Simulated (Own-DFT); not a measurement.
# Stretching a layer in its plane: diamond-structure SiGeSn with randomly placed atoms, 64 atoms (Ge52Si8Sn4)

No measurement is shown. These are fixed-geometry runs of a retired plane-wave code named Own-DFT, which no person has reviewed; spin and spin-orbit coupling are neglected.

Common settings: PBE; PseudoDojo norm-conserving scalar-relativistic files; cutoff 49 hartree; 3 x 3 x 3 k mesh centred on Gamma; Fermi-Dirac smearing of 0.1 eV.

Known weak points: forces on such cells moved up to 12 meV/angstrom on a denser k mesh; stress not checked against mesh or cutoff.

Unstrained cell vectors in Å: (11.363, 0.000, 0.000); (0.000, 11.363, 0.000); (0.000, 0.000, 11.363). The unstrained cell has measured lattice constants (interpolated for alloys), not those of this functional. That, the random moves and any unrelaxed bonds set the pressure at no strain. Each run strains x and y alike by e, as a substrate would, and holds the height along z. Random moves of width 0.05 Å per axis were added to every atom. The random placing of the alloy's atoms differs from row to row. Stress is positive in tension.

| e (%) | u (Å) | (s_xx + s_yy)/2 (GPa) | s_zz (GPa) |
|---|---|---|---|
| -3.00 | 0.046 | -10.73 | -8.61 |
| -2.75 | 0.054 | -10.29 | -8.40 |
| -2.25 | 0.053 | -9.19 | -7.74 |
| -1.75 | 0.047 | -7.77 | -6.60 |
| -0.75 | 0.049 | -5.96 | -5.67 |
| -0.50 | 0.051 | -5.68 | -5.30 |
| -0.25 | 0.046 | -4.90 | -4.74 |
| 0.50 | 0.049 | ? | ? |
| 1.25 | 0.053 | -2.45 | -3.18 |
| 2.50 | 0.050 | -0.57 | -2.05 |

## Worked fit

With e as a fraction, the in-plane stress is -4.6 + 181 e - 882 e² GPa (errors 3 and 166, scatter 0.15), and s_zz is -4.6 + 118 e - 635 e² GPa (slope ± 3, scatter 0.17). At e = 0 the first slope is C11 + C12 and the second 2 C12, both with the ions held to the strained lattice and at the cell's own pressure. The term in e² is negative: the layer stiffens under compression and softens under tension. A free layer would change its height as e changes, and the in-plane slope would drop by 2 C12²/C11 to the biaxial modulus. At fixed height, a misfit of 1 % moves the in-plane stress by about 1.8 GPa and s_zz by 1.2 GPa.

## Check

The question: what are the two stresses at e = 0.50 %?

Estimate: -3.7 and -4.0 GPa. Computed: -3.69 and -3.89 GPa.
